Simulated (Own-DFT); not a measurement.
# Computed records: Si4SnGe11 (diamond-structure random alloy, atoms displaced)

A calculation, not a measurement: plane-wave density functional theory by an unreviewed code, no spin, of a simulated periodic cell, stress positive in tension, run twice, with PBE and with PBEsol, both on files made for PBE, so the change isn't that of files made for PBEsol, forces on such cells moved up to 12 meV/angstrom on a denser k mesh; the far tail of each file's local potential was reset to the Coulomb form; each entry is a single point on an unrelaxed cell, so the pressure reflects the starting lattice, mostly measured values (interpolated for alloys), from which strain is counted, and rises with the displacements; printed positions are rounded, which can move forces by about a meV/angstrom; the program, named Own-DFT, is a retired in-house code; no spin-orbit coupling; stress was not checked against mesh or cutoff. Program: Own-DFT development build.

Common to all runs: functional PBE, then PBEsol; potential files PseudoDojo norm-conserving, scalar-relativistic, standard set; wave cutoff 49 hartree; occupations Fermi-Dirac; smearing width 0.1 eV; k mesh 3 x 3 x 3 centred on Gamma.

```yaml
- entry: 1
  formula: Si4SnGe11
  kind: "diamond-structure random alloy, atoms displaced"
  structure:
    cell_angstrom: [[11.3064, 0.0, 0.0], [0.0, 11.3064, 0.0], [0.0, 0.0, 11.3064]]
    atoms_fractional:
      - [Si, 0.00116, 0.99936, 0.00057]
      - [Ge, 0.00601, 0.25687, 0.24807]
      - [Ge, 0.25475, 0.00042, 0.25053]
      - [Si, 0.25312, 0.2531, 0.99869]
      - [Ge, 0.1282, 0.12672, 0.12577]
      - [Ge, 0.12272, 0.37379, 0.37259]
      - [Ge, 0.37657, 0.12531, 0.37484]
      - [Ge, 0.37642, 0.37045, 0.12788]
      - [Ge, 7.0e-05, 0.00667, 0.5018]
      - [Ge, 0.99666, 0.24617, 0.75009]
      - [Si, 0.24934, 0.0013, 0.74767]
      - [Ge, 0.2529, 0.24795, 0.49888]
      - [Si, 0.12655, 0.11715, 0.62607]
      - [Ge, 0.12468, 0.37351, 0.87427]
      - [Ge, 0.37505, 0.1287, 0.87614]
      - [Ge, 0.36937, 0.37327, 0.62374]
      - [Ge, 0.00145, 0.50422, 0.0016]
      - [Si, 0.99592, 0.74789, 0.25495]
      - [Si, 0.2495, 0.50062, 0.24715]
      - [Ge, 0.2479, 0.74881, 0.99239]
      - [Sn, 0.12257, 0.62442, 0.12066]
      - [Ge, 0.12333, 0.87807, 0.37801]
      - [Ge, 0.37895, 0.62366, 0.37472]
      - [Ge, 0.37626, 0.8685, 0.12189]
      - [Si, 0.00343, 0.50016, 0.50006]
      - [Sn, 0.00315, 0.75343, 0.7482]
      - [Ge, 0.2563, 0.49957, 0.75076]
      - [Ge, 0.25368, 0.75184, 0.50119]
      - [Si, 0.12381, 0.6308, 0.62697]
      - [Ge, 0.12864, 0.87253, 0.87906]
      - [Si, 0.37714, 0.62414, 0.87337]
      - [Ge, 0.37476, 0.87021, 0.62121]
      - [Ge, 0.49504, 0.00052, 0.99261]
      - [Ge, 0.49698, 0.25215, 0.24984]
      - [Ge, 0.74979, 0.99506, 0.24931]
      - [Ge, 0.74979, 0.2492, 0.9992]
      - [Ge, 0.62896, 0.12682, 0.12568]
      - [Sn, 0.62557, 0.37419, 0.37588]
      - [Ge, 0.88044, 0.12409, 0.37698]
      - [Si, 0.87469, 0.37684, 0.12673]
      - [Ge, 0.49709, 0.00164, 0.49894]
      - [Ge, 0.50163, 0.24817, 0.75237]
      - [Si, 0.75174, 0.00099, 0.7476]
      - [Ge, 0.74904, 0.24983, 0.49782]
      - [Ge, 0.6247, 0.12894, 0.63089]
      - [Ge, 0.62455, 0.37308, 0.87282]
      - [Si, 0.87772, 0.12537, 0.87521]
      - [Ge, 0.87733, 0.37709, 0.62283]
      - [Ge, 0.50241, 0.50533, 0.00051]
      - [Ge, 0.4956, 0.74868, 0.24875]
      - [Si, 0.74486, 0.49927, 0.2501]
      - [Si, 0.74572, 0.7527, 0.00056]
      - [Ge, 0.62851, 0.62841, 0.12321]
      - [Ge, 0.62816, 0.87517, 0.37579]
      - [Ge, 0.87482, 0.62711, 0.37397]
      - [Sn, 0.86949, 0.88102, 0.12755]
      - [Si, 0.50724, 0.49743, 0.4948]
      - [Ge, 0.50263, 0.75134, 0.75046]
      - [Ge, 0.74841, 0.5004, 0.75102]
      - [Ge, 0.74753, 0.74783, 0.49821]
      - [Si, 0.62759, 0.62547, 0.6246]
      - [Ge, 0.63015, 0.87721, 0.87044]
      - [Ge, 0.87858, 0.62374, 0.87466]
      - [Ge, 0.87993, 0.87349, 0.62803]
  results:
    "PBE_pressure [GPa]": 4.12
    "PBE_stress_xx [GPa]": -4.09
    "PBE_stress_yy [GPa]": -4.07
    "PBE_stress_zz [GPa]": -4.21
    "PBE_stress_yz [GPa]": 0.1
    "PBE_stress_xz [GPa]": -0.27
    "PBE_stress_xy [GPa]": 0.39
    "PBEsol_pressure [GPa]": 1.46
    "PBEsol_stress_xx [GPa]": -1.43
    "PBEsol_stress_yy [GPa]": -1.41
    "PBEsol_stress_zz [GPa]": -1.54
    "PBEsol_stress_yz [GPa]": 0.09
    "PBEsol_stress_xz [GPa]": -0.25
    "PBEsol_stress_xy [GPa]": 0.38
    force_element: [Si, Ge, Ge, Si, Ge, Ge, Ge, Ge, Ge, Ge, Si, Ge, Si, Ge, Ge, Ge, Ge, Si, Si, Ge, Sn, Ge, Ge, Ge, Si, Sn, Ge, Ge, Si, Ge, Si, Ge, Ge, Ge, Ge, Ge, Ge, Sn, Ge, Si, Ge, Ge, Si, Ge, Ge, Ge, Si, Ge, Ge, Ge, Si, Si, Ge, Ge, Ge, Sn, Si, Ge, Ge, Ge, Si, Ge, Ge, Ge]
    "PBE_force_x [eV/angstrom]": [0.797, -1.18, -0.375, -0.386, 0.11, 0.952, -0.001, -0.671, 0.288, 0.607, 0.239, -1.096, 0.205, 0.196, -0.923, 1.483, -1.965, 0.485, 0.978, 1.777, 0.728, -0.02, -0.493, -0.341, 0.064, 0.154, -0.966, -0.923, 1.64, 0.435, 0.175, 0.161, 0.902, -0.14, -1.585, 0.881, -0.897, 0.116, -0.637, -0.303, 0.701, -0.659, 0.583, 1.506, 0.377, -0.043, -0.347, -0.057, -0.381, 0.954, 1.877, 0.036, -0.014, -0.923, -0.029, 1.783, -1.822, -0.025, 0.202, 0.382, -0.636, -0.089, -1.63, -2.219]
    "PBE_force_y [eV/angstrom]": [1.212, -0.711, -0.407, -0.173, -0.061, 1.035, 0.032, 1.037, -0.799, -0.158, -0.319, -0.385, 0.95, -0.008, -0.163, 0.348, -2.546, 0.667, -0.966, 0.113, 1.121, -0.398, -0.695, 0.669, 0.544, -0.617, 0.666, -0.828, -2.109, 2.353, 0.241, 1.05, -0.272, -1.454, 2.622, 0.264, -0.44, -0.081, 0.548, 0.323, -0.15, 0.579, 0.307, -1.243, -0.832, 0.423, -0.796, 0.054, -0.533, 0.113, 1.035, -0.89, -0.106, -0.037, -1.033, -1.871, 1.804, -0.624, 0.15, 0.112, -0.407, 0.075, -0.195, 1.864]
    "PBE_force_z [eV/angstrom]": [-0.921, -0.43, -0.239, 0.202, -0.727, 0.669, -0.181, -0.688, 0.407, -0.361, 0.267, 0.2, 0.225, 0.175, -0.507, -0.296, -1.389, 0.752, 1.1, -0.201, 1.785, -0.405, 0.161, -0.321, 0.151, 0.992, -0.077, -0.425, -1.646, 0.108, 0.006, 0.975, 0.86, -0.734, 2.173, 0.041, -0.058, -0.794, -0.815, -0.122, 0.408, -0.253, 0.293, 1.415, -0.625, 0.422, 0.148, -0.075, -0.116, 0.163, -1.346, -1.189, 0.344, -0.076, 0.103, -1.29, 2.398, -0.247, -0.385, 0.694, -0.188, 0.279, 1.015, -1.801]
    "PBEsol_force_x [eV/angstrom]": [0.82, -1.096, -0.368, -0.375, 0.111, 0.919, 0.0, -0.583, 0.243, 0.589, 0.283, -1.025, 0.149, 0.163, -0.815, 1.406, -1.875, 0.468, 0.962, 1.68, 0.701, 0.017, -0.475, -0.328, 0.022, 0.101, -0.943, -0.854, 1.65, 0.43, 0.171, 0.181, 0.875, -0.14, -1.543, 0.784, -0.867, 0.116, -0.619, -0.257, 0.671, -0.631, 0.533, 1.462, 0.328, -0.04, -0.342, -0.093, -0.33, 0.919, 1.803, 0.024, -0.09, -0.886, -0.071, 1.685, -1.824, -0.021, 0.233, 0.409, -0.585, -0.162, -1.55, -2.12]
    "PBEsol_force_y [eV/angstrom]": [1.153, -0.72, -0.384, -0.168, -0.058, 0.931, 0.03, 0.999, -0.812, -0.081, -0.364, -0.346, 0.972, 0.03, -0.166, 0.308, -2.432, 0.654, -0.952, 0.148, 1.087, -0.353, -0.601, 0.65, 0.495, -0.55, 0.575, -0.756, -2.031, 2.207, 0.234, 0.986, -0.262, -1.412, 2.543, 0.252, -0.422, -0.182, 0.524, 0.283, -0.145, 0.556, 0.266, -1.205, -0.766, 0.407, -0.706, 0.015, -0.544, 0.106, 1.058, -0.874, -0.111, -0.033, -0.973, -1.777, 1.739, -0.539, 0.11, 0.14, -0.362, 0.066, -0.223, 1.785]
    "PBEsol_force_z [eV/angstrom]": [-0.866, -0.375, -0.225, 0.202, -0.636, 0.631, -0.175, -0.652, 0.351, -0.357, 0.307, 0.165, 0.168, 0.141, -0.494, -0.257, -1.389, 0.745, 1.076, -0.168, 1.638, -0.359, 0.145, -0.307, 0.112, 1.014, -0.083, -0.433, -1.581, 0.113, 0.009, 0.905, 0.831, -0.717, 2.105, 0.044, -0.054, -0.777, -0.775, -0.155, 0.388, -0.244, 0.249, 1.378, -0.635, 0.407, 0.142, -0.036, -0.079, 0.151, -1.286, -1.167, 0.334, -0.078, 0.138, -1.2, 2.319, -0.244, -0.341, 0.628, -0.146, 0.269, 0.964, -1.776]
    "rms_change_of_force_components_from_PBE_to_PBEsol [eV/angstrom]": 0.049
- entry: 2
  formula: Si4SnGe11
  kind: "diamond-structure random alloy, atoms displaced"
  structure:
    cell_angstrom: [[11.3064, 0.0, 0.0], [0.0, 11.3064, 0.0], [0.0, 0.0, 11.3064]]
    atoms_fractional:
      - [Ge, 8.0e-05, 0.00059, 0.99984]
      - [Si, 0.00455, 0.24786, 0.24693]
      - [Ge, 0.2433, 0.99219, 0.25125]
      - [Ge, 0.24938, 0.25057, 0.99978]
      - [Si, 0.12354, 0.12495, 0.12383]
      - [Ge, 0.12077, 0.37802, 0.37438]
      - [Sn, 0.37657, 0.13244, 0.3712]
      - [Si, 0.37583, 0.37291, 0.12257]
      - [Ge, 5.0e-05, 0.99927, 0.49864]
      - [Si, 0.00072, 0.24957, 0.74829]
      - [Ge, 0.25013, 0.99699, 0.74808]
      - [Si, 0.25141, 0.25096, 0.50028]
      - [Ge, 0.1242, 0.12481, 0.62924]
      - [Si, 0.12787, 0.37297, 0.87448]
      - [Sn, 0.37426, 0.12253, 0.87128]
      - [Ge, 0.37435, 0.37709, 0.62428]
      - [Sn, 0.00032, 0.50333, 0.00198]
      - [Ge, 0.99961, 0.74805, 0.24805]
      - [Ge, 0.25134, 0.49751, 0.24637]
      - [Ge, 0.24573, 0.74661, 0.00411]
      - [Ge, 0.12301, 0.62871, 0.12416]
      - [Ge, 0.12158, 0.87012, 0.3741]
      - [Ge, 0.37112, 0.62553, 0.37611]
      - [Ge, 0.37827, 0.87465, 0.12129]
      - [Ge, 0.99716, 0.49966, 0.50056]
      - [Ge, 0.00142, 0.75403, 0.7454]
      - [Ge, 0.25232, 0.49667, 0.75336]
      - [Ge, 0.25312, 0.74966, 0.50057]
      - [Ge, 0.11958, 0.62723, 0.62435]
      - [Si, 0.12573, 0.87483, 0.87561]
      - [Si, 0.37181, 0.62297, 0.87515]
      - [Si, 0.37212, 0.87629, 0.62493]
      - [Ge, 0.49914, 0.99531, 0.00126]
      - [Si, 0.50025, 0.25288, 0.25028]
      - [Ge, 0.74511, 0.99997, 0.24568]
      - [Si, 0.75565, 0.24705, 0.00267]
      - [Si, 0.6261, 0.12424, 0.12578]
      - [Ge, 0.62773, 0.37496, 0.37796]
      - [Ge, 0.87735, 0.1234, 0.37542]
      - [Ge, 0.8747, 0.37091, 0.12283]
      - [Si, 0.50502, 0.99506, 0.50538]
      - [Ge, 0.49669, 0.24878, 0.74936]
      - [Ge, 0.74723, 0.99921, 0.74797]
      - [Ge, 0.75283, 0.24939, 0.49877]
      - [Ge, 0.62789, 0.12772, 0.62756]
      - [Ge, 0.62781, 0.37807, 0.87473]
      - [Si, 0.87448, 0.12229, 0.87592]
      - [Ge, 0.87598, 0.37435, 0.62014]
      - [Ge, 0.49949, 0.50004, 0.99522]
      - [Ge, 0.50355, 0.75016, 0.25713]
      - [Ge, 0.74818, 0.50078, 0.25402]
      - [Ge, 0.74988, 0.75124, 0.00254]
      - [Ge, 0.61988, 0.61843, 0.12701]
      - [Ge, 0.62082, 0.87371, 0.37614]
      - [Sn, 0.87156, 0.62531, 0.37622]
      - [Ge, 0.87861, 0.88148, 0.12059]
      - [Si, 0.49649, 0.50352, 0.5018]
      - [Ge, 0.5001, 0.75197, 0.7512]
      - [Ge, 0.74693, 0.50357, 0.74774]
      - [Ge, 0.75208, 0.74837, 0.49866]
      - [Ge, 0.63101, 0.62688, 0.62777]
      - [Ge, 0.62485, 0.87778, 0.87607]
      - [Ge, 0.87175, 0.62733, 0.88134]
      - [Si, 0.87874, 0.87362, 0.6264]
  results:
    "PBE_pressure [GPa]": 3.9
    "PBE_stress_xx [GPa]": -3.88
    "PBE_stress_yy [GPa]": -3.97
    "PBE_stress_zz [GPa]": -3.86
    "PBE_stress_yz [GPa]": -0.08
    "PBE_stress_xz [GPa]": 0.39
    "PBE_stress_xy [GPa]": -0.15
    "PBEsol_pressure [GPa]": 1.24
    "PBEsol_stress_xx [GPa]": -1.21
    "PBEsol_stress_yy [GPa]": -1.3
    "PBEsol_stress_zz [GPa]": -1.19
    "PBEsol_stress_yz [GPa]": -0.08
    "PBEsol_stress_xz [GPa]": 0.37
    "PBEsol_stress_xy [GPa]": -0.14
    force_element: [Ge, Si, Ge, Ge, Si, Ge, Sn, Si, Ge, Si, Ge, Si, Ge, Si, Sn, Ge, Sn, Ge, Ge, Ge, Ge, Ge, Ge, Ge, Ge, Ge, Ge, Ge, Ge, Si, Si, Si, Ge, Si, Ge, Si, Si, Ge, Ge, Ge, Si, Ge, Ge, Ge, Ge, Ge, Si, Ge, Ge, Ge, Ge, Ge, Ge, Ge, Sn, Ge, Si, Ge, Ge, Ge, Ge, Ge, Ge, Si]
    "PBE_force_x [eV/angstrom]": [0.668, -0.39, -0.003, -0.907, 0.171, 0.566, -0.105, 0.382, -0.052, -0.269, -1.224, -1.405, 0.14, -0.036, -0.022, 0.089, 0.312, 0.335, 0.001, 0.77, 1.208, 0.099, 0.596, -0.573, 1.11, -0.37, -0.545, -0.463, 0.951, -0.009, 0.175, 0.75, 1.29, 1.566, 0.364, -0.735, -0.483, -1.09, -0.025, -0.646, -0.339, 1.504, 1.056, -0.109, -0.447, 0.175, 0.074, -0.005, -0.761, -0.86, -0.832, -0.481, 0.38, 0.768, 0.88, -0.529, 0.595, -0.666, 1.062, -1.098, -1.385, 0.124, -0.642, -0.656]
    "PBE_force_y [eV/angstrom]": [0.638, -0.105, 0.43, 0.606, -0.057, -0.828, -1.78, 0.02, -0.252, 0.09, -1.328, 1.018, 0.375, -0.69, -0.137, -0.129, -1.219, 1.168, 0.084, 0.546, 0.31, -0.079, -0.502, -0.644, -0.611, 0.037, 0.424, 0.305, -0.545, -0.117, 0.451, -0.135, 0.444, 1.14, 0.1, -0.433, 0.75, 0.194, 0.235, -0.817, 0.188, 1.519, -0.015, -0.264, -0.305, -1.002, 0.577, -0.157, -0.161, -0.47, -1.606, 0.077, 0.697, 0.527, -0.117, -0.792, -0.09, -0.181, -0.529, 2.092, 0.104, -0.474, 0.996, 0.427]
    "PBE_force_z [eV/angstrom]": [-0.764, 0.11, -1.157, 1.01, 0.29, 0.027, 0.787, 0.161, 0.563, 0.836, -0.696, 0.982, -0.709, -0.776, 0.904, -0.495, -0.793, -0.75, -0.058, -1.147, 1.549, 0.419, -0.107, 0.96, 0.659, 1.18, -0.085, 0.34, 0.119, -0.082, 0.03, -0.202, 0.728, -1.835, 0.506, -0.494, -0.355, 0.009, -0.84, 1.502, 0.391, -0.932, 0.251, -0.017, -0.556, 0.126, -0.387, 1.101, 0.285, -0.932, -1.647, 0.289, -0.006, 0.575, -0.522, 0.68, -0.008, -0.007, 0.479, 1.718, -0.785, 0.047, -1.991, -0.479]
    "PBEsol_force_x [eV/angstrom]": [0.606, -0.427, 0.021, -0.847, 0.21, 0.549, -0.139, 0.337, -0.023, -0.265, -1.192, -1.378, 0.146, 0.012, -0.021, 0.082, 0.261, 0.34, -0.041, 0.74, 1.169, 0.099, 0.546, -0.558, 1.071, -0.345, -0.517, -0.49, 0.911, -0.01, 0.176, 0.695, 1.221, 1.54, 0.395, -0.714, -0.477, -0.987, -0.051, -0.619, -0.286, 1.46, 0.955, -0.102, -0.404, 0.134, 0.074, -0.034, -0.67, -0.83, -0.813, -0.454, 0.374, 0.776, 0.851, -0.513, 0.585, -0.579, 1.017, -1.097, -1.304, 0.11, -0.631, -0.642]
    "PBEsol_force_y [eV/angstrom]": [0.576, -0.052, 0.382, 0.556, -0.105, -0.737, -1.782, 0.057, -0.216, 0.08, -1.217, 0.999, 0.3, -0.643, -0.132, -0.128, -1.135, 1.136, 0.123, 0.523, 0.313, -0.072, -0.446, -0.622, -0.594, -0.034, 0.4, 0.256, -0.521, -0.116, 0.44, -0.167, 0.385, 1.117, 0.054, -0.347, 0.661, 0.192, 0.2, -0.72, 0.218, 1.474, -0.009, -0.247, -0.27, -0.927, 0.489, -0.118, -0.158, -0.453, -1.559, 0.075, 0.676, 0.461, -0.116, -0.771, -0.087, -0.172, -0.503, 1.989, 0.125, -0.459, 0.967, 0.412]
    "PBEsol_force_z [eV/angstrom]": [-0.7, 0.152, -1.097, 0.946, 0.239, 0.035, 0.742, 0.117, 0.512, 0.745, -0.672, 0.967, -0.695, -0.729, 0.871, -0.407, -0.725, -0.728, -0.019, -1.044, 1.502, 0.396, -0.132, 0.93, 0.637, 1.139, -0.143, 0.286, 0.109, -0.076, 0.029, -0.158, 0.672, -1.724, 0.523, -0.479, -0.343, 0.008, -0.774, 1.462, 0.347, -0.907, 0.251, -0.012, -0.506, 0.091, -0.384, 1.018, 0.278, -0.901, -1.593, 0.266, 0.001, 0.513, -0.505, 0.657, -0.005, 0.001, 0.465, 1.64, -0.732, 0.044, -1.923, -0.475]
    "rms_change_of_force_components_from_PBE_to_PBEsol [eV/angstrom]": 0.044
```
